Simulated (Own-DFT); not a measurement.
# Device materials side by side: how hard are they to compress?

Everything here is calculated. The program is Own-DFT (plane waves, in-house, since retired, never reviewed by a person); positions were held fixed, and spin and spin-orbit coupling were off.

Keep in mind (not all hold for every row): forces on such cells moved up to 12 meV/angstrom on a denser k mesh; forces not confirmed at this smearing and k mesh; k mesh not checked against a denser one; forces on such cells passed a denser k mesh, each cell not checked; stress not checked against mesh or cutoff.

All runs are PBE with PseudoDojo norm-conserving files; cutoff and k mesh are each material's own. Every cell starts from measured lattice constants and was given uniform random strains and small random moves of its atoms. Each triple is the change of volume in per cent, the rms move u in Å and the pressure in GPa.

- 2H SiC (C36Si36), 10.36 Å³/atom unstrained: (-1.67, 0.050, 9.57); (-1.03, 0.053, 8.11); (-0.16, 0.048, 5.58); (0.68, 0.050, 3.49); (1.06, 0.051, 3.86); (1.73, 0.052, 1.83); (2.76, 0.051, -0.23)
- wurtzite AlN (Al36N36), 10.45 Å³/atom unstrained: (-2.10, 0.049, 10.01); (-1.71, 0.046, 9.09); (-1.67, 0.052, 9.39); (-1.27, 0.053, 8.90); (1.03, 0.051, 3.67); (1.47, 0.051, 2.88); (1.55, 0.048, 2.42)
- wurtzite GaN (Ga36N36), 11.42 Å³/atom unstrained: (-2.20, 0.052, 12.87); (-1.68, 0.050, 11.20); (-0.66, 0.045, 8.89); (0.14, 0.049, 7.42); (1.58, 0.050, 4.56); (1.75, 0.051, 4.61); (3.72, 0.050, 0.58)
- diamond silicon (Si64), 20.02 Å³/atom unstrained: (-2.93, 0.050, 5.89); (-1.70, 0.048, 4.02); (-0.27, 0.045, 3.05); (-0.06, 0.046, 2.60); (0.83, 0.045, 1.73); (2.15, 0.049, 0.48); (2.59, 0.054, 0.27)
- zincblende InP (In32P32), 25.27 Å³/atom unstrained: withheld
- grey tin (Sn64), 34.15 Å³/atom unstrained: (-2.07, 0.051, 4.94); (-1.97, 0.050, 4.74); (-1.73, 0.051, 4.86); (-0.96, 0.050, 4.22); (-0.49, 0.045, 3.98); (0.55, 0.049, 3.40); (1.96, 0.052, 2.92)

## Fit

Fit a line to each set against the fractional change of volume; B is minus its slope, and u is nearly the same within a set. To take it to zero pressure, assume that B rises by 4 GPa for each GPa: B0 = B - 4 x (mean pressure). The bond length of an ideal tetrahedral crystal with the unstrained volume v is d = (√3/4)(8 v)^(1/3). Cohen's empirical rule reads B0 = (1971 - 220 L) d^(-3.5) GPa, with L = 0 for group IV crystals and SiC and 1 for III-V compounds.

| material | L | d (Å) | B (GPa) | mean P (GPa) | B0 (GPa) | rule (GPa) |
|---|---|---|---|---|---|---|
| 2H SiC (C36Si36) | 0 | 1.888 | 220 ± 12 | 4.6 | 201 ± 12 | 213 |
| wurtzite AlN (Al36N36) | 1 | 1.893 | 208 ± 7 | 6.6 | 181 ± 7 | 188 |
| wurtzite GaN (Ga36N36) | 1 | 1.950 | 202 ± 6 | 7.2 | 173 ± 6 | 169 |
| diamond silicon (Si64) | 0 | 2.352 | 100 ± 5 | 2.6 | 89 ± 5 | 99 |
| zincblende InP (In32P32) | 1 | 2.541 | ? | ? | ? | 67 |
| grey tin (Sn64) | 0 | 2.810 | 51 ± 3 | 4.2 | 35 ± 3 | 53 |

A line through ln[B0/(1971 - 220 L)] against ln d has a slope of -4.4 ± 0.2 and a scatter of 8 %. Against the rule, B0 stands at 94 % for 2H SiC, 97 % for wurtzite AlN, 102 % for wurtzite GaN, 91 % for diamond silicon, 66 % for grey tin. PBE tends to make silicon and heavier crystals too soft, and the rule itself is only a guide.

## The run left out

Question: what B0 does the fitted trend give for zincblende InP (In32P32)?

From the line: 51 GPa. Its own runs give B = 71 ± 3 GPa at a mean pressure of 3.3 GPa, so B0 = 58 GPa.
